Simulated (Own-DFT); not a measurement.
# Same atoms, different arrangement: Ga48P48, 96 atoms

All numbers below are calculated, not measured. The program, named Own-DFT, is a retired in-house plane-wave density functional code that no person has reviewed. Each row is one single-point run on a periodic cell that was not relaxed, without spin or spin-orbit coupling.

Settings of every run: PBE; PseudoDojo norm-conserving scalar-relativistic files; cutoff 42 hartree; 2 x 3 x 3 k mesh centred on Gamma; Fermi-Dirac smearing of 0.1 eV.

Known limits, some of them of some rows only: not probed for a lower state with spin; forces on such cells failed a check on a denser k mesh; forces on such cells passed a denser k mesh, each cell not checked; stress not checked against mesh or cutoff.

All cells hold the same atoms in the same cell, with vectors in Å (16.352, 0.000, 0.000); (0.000, 10.901, 0.000); (0.000, 0.000, 10.901). Every atom was moved at random from its ideal site; u is the rms move along one axis. The defect's site can differ from row to row. E is the free energy of the cell above the lowest run. The arrangements:

- A: zincblende GaP
- B: zincblende GaP, with one Ga on a P site and one P on a Ga site, 2.4 Å apart

| arrangement | u (Å) | E (eV) | P (GPa) |
|---|---|---|---|
| A | 0.0198 | 0.000 | 2.71 |
| A | 0.0201 | 0.140 | 2.74 |
| A | 0.0217 | 0.225 | 2.75 |
| A | 0.0496 | 3.438 | 3.23 |
| A | 0.0499 | 3.741 | 3.30 |
| A | 0.0504 | 3.572 | 3.25 |
| B | 0.0290 | 4.074 | 2.96 |
| B | 0.0297 | 3.896 | 2.92 |
| B | 0.0300 | 3.951 | 2.94 |
| B | 0.0462 | 6.115 | 3.28 |
| B | 0.0474 | 6.372 | 3.33 |
| B | 0.0532 | 6.361 | 3.25 |

Question: once the cost of the random moves is taken out, how do the arrangements rank?

## Worked answer

Fit E = a + b u², with one b for all and one a for each arrangement, and with residuals divided by u², since the noise grows with the moves. Then b = 1618 eV/Å², the scatter at u = 0.04 Å is 0.24 eV, and against A:

- B: 3.11 ± 0.09 eV (higher)

These are energies of unrelaxed cells. Relaxing the atoms lowers the strained arrangements most, so the gaps would shrink and small ones could change sign.
